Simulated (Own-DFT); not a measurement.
# Bulk modulus against bond length in tetrahedral crystals

Everything here is calculated. The program is Own-DFT (plane waves, in-house, since retired, never reviewed by a person); positions were held fixed, and spin and spin-orbit coupling were off.

Known weak points (not all hold for every row): forces on such cells moved up to 12 meV/angstrom on a denser k mesh; k mesh not checked against a denser one; forces on such cells passed a denser k mesh, each cell not checked; stress not checked against mesh or cutoff.

All runs are PBE with PseudoDojo norm-conserving files; cutoff and k mesh are each material's own. Every cell starts from measured lattice constants and was given uniform random strains and small random moves of its atoms. Each triple is the change of volume in per cent, the rms move u in Å and the pressure in GPa.

- 2H SiC (C36Si36), 10.36 Å³/atom unstrained: (-1.21, 0.050, 8.22); (0.48, 0.045, 4.14); (0.70, 0.048, 4.20); (1.03, 0.051, 3.44); (1.43, 0.048, 1.57); (1.91, 0.051, 1.16); (3.47, 0.049, -2.00)
- wurtzite GaN (Ga48N48), 11.42 Å³/atom unstrained: (-3.56, 0.051, 14.93); (-3.31, 0.049, 14.53); (-1.36, 0.047, 9.72); (-0.97, 0.050, 9.07); (-0.49, 0.052, 8.39); (0.81, 0.051, 5.82); (2.13, 0.048, 3.20)
- diamond silicon (Si64), 20.02 Å³/atom unstrained: withheld
- zincblende GaP (Ga32P32), 20.24 Å³/atom unstrained: (-2.49, 0.048, 5.84); (-1.58, 0.055, 5.05); (-1.32, 0.045, 4.44); (0.33, 0.051, 3.30); (0.61, 0.048, 3.00); (0.66, 0.049, 2.75); (3.92, 0.051, 0.39)
- zincblende InP (In32P32), 25.27 Å³/atom unstrained: (-1.08, 0.048, 4.51); (-0.80, 0.052, 4.68); (-0.16, 0.048, 3.90); (-0.08, 0.046, 3.89); (0.23, 0.047, 3.60); (2.22, 0.049, 2.09); (3.30, 0.050, 1.41)
- grey tin (Sn64), 34.15 Å³/atom unstrained: (-3.12, 0.048, 5.66); (-2.58, 0.049, 5.11); (-1.50, 0.049, 4.44); (-0.53, 0.049, 3.85); (0.95, 0.045, 3.09); (1.30, 0.050, 3.11); (1.82, 0.052, 2.77)

## Fit

Fit a line to each set against the fractional change of volume; B is minus its slope, and u is nearly the same within a set. To take it to zero pressure, assume that B rises by 4 GPa for each GPa: B0 = B - 4 x (mean pressure). The bond length of an ideal tetrahedral crystal with the unstrained volume v is d = (√3/4)(8 v)^(1/3). Cohen's empirical rule reads B0 = (1971 - 220 L) d^(-3.5) GPa, with L = 0 for group IV crystals and SiC and 1 for III-V compounds.

```
                material  L  d (Å)   B (GPa)  mean P (GPa)  B0 (GPa)  rule (GPa)
        2H SiC (C36Si36)  0  1.888  221 ± 11           3.0  209 ± 11         213
  wurtzite GaN (Ga48N48)  1  1.950   207 ± 6           9.4   170 ± 6         169
  diamond silicon (Si64)  0  2.352         ?             ?         ?          99
zincblende GaP (Ga32P32)  1  2.360    85 ± 4           3.5    70 ± 4          87
zincblende InP (In32P32)  1  2.541    75 ± 3           3.4    62 ± 3          67
         grey tin (Sn64)  0  2.810    56 ± 3           4.0    40 ± 3          53
```

A line through ln[B0/(1971 - 220 L)] against ln d has a slope of -4.1 ± 0.2 and a scatter of 8 %. Against the rule, B0 stands at 98 % for 2H SiC, 100 % for wurtzite GaN, 81 % for zincblende GaP, 92 % for zincblende InP, 76 % for grey tin. PBE tends to make silicon and heavier crystals too soft, and the rule itself is only a guide.

## Prediction

Asked: what B0 does the fitted trend give for diamond silicon (Si64)?

From the line: 86 GPa. Its own runs give B = 105 ± 5 GPa at a mean pressure of 2.6 GPa, so B0 = 95 GPa.
